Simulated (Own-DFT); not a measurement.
# Around an empty site: 3C SiC, 95 atoms (C47Si48), with one C vacancy

Calculated results; nothing here was measured. They come from Own-DFT, an in-house plane-wave density functional program, since retired, whose code no person has reviewed. Each row is one single-point run on a periodic cell that was not relaxed, without spin or spin-orbit coupling.

Settings of every run: PBE; PseudoDojo norm-conserving scalar-relativistic files; cutoff 42 hartree; 3 x 4 x 4 k mesh centred on Gamma; Fermi-Dirac smearing of 0.1 eV.

Known limits: not probed for a lower state with spin; forces on such cells moved up to 12 meV/angstrom on a denser k mesh; stress not checked against mesh or cutoff.

Cell vectors in Å: (13.079, 0.000, 0.000); (0.000, 8.719, 0.000); (0.000, 0.000, 8.719). Every atom was also moved at random, by a Gaussian of width 0.03 Å on each axis. The defect's site can differ from row to row. The empty site has 4 nearest neighbours, all Si. For each, d is its distance from the empty site and R the part of its force along the line away from it, positive outwards. The last column is the rms force component on atoms over 4.5 Å away.

```
run  d1 (Å)  d2 (Å)  d3 (Å)  d4 (Å)  R1 (eV/Å)  R2 (eV/Å)  R3 (eV/Å)  R4 (eV/Å)  far F (eV/Å)
  1   1.832   1.875   1.890   1.894       0.78       0.07       0.08       0.04          0.80
  2   1.858   1.870   1.899   1.967       0.11       0.45       0.09      -0.24          0.84
  3   1.863   1.867   1.882   1.896       0.71       0.39      -0.07       0.22          0.97
  4   1.888   1.905   1.906   1.907       0.10      -0.11       0.24      -0.28          0.83
  5   1.850   1.865   1.874   1.878       0.62       0.39       0.32       0.28          0.90
  6   1.855   1.920   1.927   1.945       0.60      -0.22      -0.43      -0.22          1.00
  7   1.879   1.882   1.889   1.921       0.48       0.11      -0.14      -0.01          0.92
  8   1.870   1.886   1.901   1.902       0.26       0.17      -0.31       0.13          0.87
  9   1.852   1.857   1.862   1.912          ?          ?          ?          ?             ?
```

## Worked fit

A straight line through the 32 neighbours shown gives R = 0.14 - 8.8 (d - 1.889) eV/Å, with a scatter of 0.19 left by the moves of the other atoms. The slope, with an error of 1.2, is the pull back towards the neighbour's own site. The constant, 0.14 ± 0.03 eV/Å, is the force at the mean distance: with one bond gone, the neighbours are pushed outwards, away from the empty site. It shows how a relaxation would start, not where it would end, and it depends somewhat on the width of the random moves.

## Withheld run

Question: what mean R should the neighbours of run 9 feel? Their mean d is 1.871 Å.

The line gives 0.30 ± 0.05 eV/Å, by the scatter of the means of the runs shown. The calculation gave R = 0.29, 0.51, 0.19, -0.19, a mean of 0.20 eV/Å.
